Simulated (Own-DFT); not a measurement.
# Response to strain: bcc W, 16 atoms (W16)

Calculated results; nothing here was measured. The program, named Own-DFT, is a retired in-house plane-wave density functional code that no person has reviewed. Each row is one single-point run on a periodic cell that was not relaxed, without spin or spin-orbit coupling.

Settings of every run: PBE; PseudoDojo norm-conserving scalar-relativistic files; cutoff 50 hartree; 5 x 5 x 5 k mesh centred on Gamma; cold (Marzari-Vanderbilt) smearing of 0.2 eV.

Known limits: forces on such cells failed a check on a denser k mesh; stress not checked against mesh or cutoff.

Unstrained cell vectors in Å: (6.330, 0.000, 0.000); (0.000, 6.330, 0.000); (0.000, 0.000, 6.330). The unstrained cell has measured lattice constants (interpolated for alloys), not those of this functional. That, the random moves and any unrelaxed bonds set the pressure at no strain. Each run strains this cell uniformly, with the atoms carried along. Every atom was also moved at random, by a Gaussian of width 0.05 Å on each axis. Strain is the symmetric tensor, in per cent. Stress is positive in tension, and the pressure is minus a third of its trace.

```
run,e_xx (%),e_yy (%),e_zz (%),e_yz (%),e_xz (%),e_xy (%),s_xx (GPa),s_yy (GPa),s_zz (GPa),s_yz (GPa),s_xz (GPa),s_xy (GPa),P (GPa),E (meV/atom)
1,0.94,-0.25,0.57,1.86,0.30,1.56,-1.59,-5.20,-2.88,5.56,0.25,4.64,3.22,0.0
2,-1.12,1.10,-1.07,-1.31,0.89,0.11,-13.44,-6.16,-13.68,-4.26,2.60,0.59,11.10,30.8
3,1.64,-0.30,-0.49,-0.98,-1.65,1.71,-2.42,-7.40,-7.82,-2.41,-5.08,4.71,5.88,45.6
4,-1.14,-0.44,-1.23,1.96,-0.35,1.27,-18.63,-15.95,-18.67,6.95,-2.03,4.65,17.75,59.2
5,-0.66,1.28,0.15,0.92,-1.38,1.32,-8.59,-1.84,-5.47,3.20,-4.63,4.22,5.30,24.0
6,1.11,1.46,1.09,-0.16,-1.05,-0.40,3.08,4.06,2.98,-0.48,-2.77,-1.36,-3.37,19.2
7,-1.08,-1.34,0.71,0.80,-1.02,1.78,-15.92,-16.81,-10.54,3.24,-3.97,5.74,14.42,86.9
8,-1.25,1.75,-0.81,1.96,1.48,1.28,-13.52,-3.60,-11.13,5.98,3.92,3.37,9.42,46.7
9,0.05,1.75,0.32,-1.24,1.71,-1.85,-3.52,1.69,-2.17,-2.99,4.27,-5.30,1.34,24.6
10,0.76,-1.19,-0.77,-0.34,-1.48,-0.23,-7.57,-14.02,-13.58,-1.27,-4.88,-0.83,11.72,38.7
11,-0.61,-1.75,0.06,1.09,1.35,-0.35,-15.68,-20.18,-14.21,4.31,5.12,-2.24,16.69,87.4
12,1.27,-1.92,0.46,-0.15,0.45,-1.95,-4.02,-14.95,-6.93,-0.39,1.27,-6.06,8.63,34.5
13,-0.47,1.92,0.98,-1.85,-1.78,-1.41,-4.22,1.99,-0.15,-5.74,-5.34,-4.90,0.79,39.8
14,0.29,-0.76,-1.87,-1.04,-0.98,-0.03,-12.24,-16.16,-20.68,-3.02,-3.31,-0.61,16.36,68.4
15,0.68,1.47,0.69,1.91,-0.32,0.94,?,?,?,?,?,?,?,?
```

E is the free energy for each atom above the lowest run shown.

## Worked fit

Each stress component was fitted by least squares to a constant and the strains of the runs shown, as fractions, with shears doubled. Shear strains stay in the fit of a normal stress only where such slopes are resolved. The slopes, in GPa:

| stress | at no strain | per e_xx | per e_yy | per e_zz | scatter |
|---|---|---|---|---|---|
| s_xx | -8.2 | 547 ± 22 | 217 ± 15 | 220 ± 24 | 0.73 |
| s_yy | -8.4 | 241 ± 22 | 548 ± 16 | 191 ± 24 | 0.76 |
| s_zz | -8.4 | 236 ± 18 | 243 ± 13 | 543 ± 20 | 0.62 |

Each shear stress against twice its own strain: yz 151 ± 9, xz 152 ± 10, xy 153 ± 11 GPa. These are stiffnesses along x, y and z of the frame in which the cell vectors are given, which need not be the crystal's axes. The atoms are held to the strained lattice; where symmetry lets them move under strain, relaxing them would lower some slopes. The table should be nearly symmetric about its diagonal, and what it lacks of that shows the noise. A ninth of its sum, 332 ± 8 GPa, estimates the bulk modulus near the mean pressure of these runs, 8.5 GPa, so it lies above the value at zero pressure.

## Withheld run

Question: what normal stresses and pressure should run 15 give?

The fit gives s_xx = 0.2, s_yy = 2.6, s_zz = 0.5 and P = -1.1 GPa. The calculation gave -0.98, 1.06, -0.41 and P = 0.11 GPa.
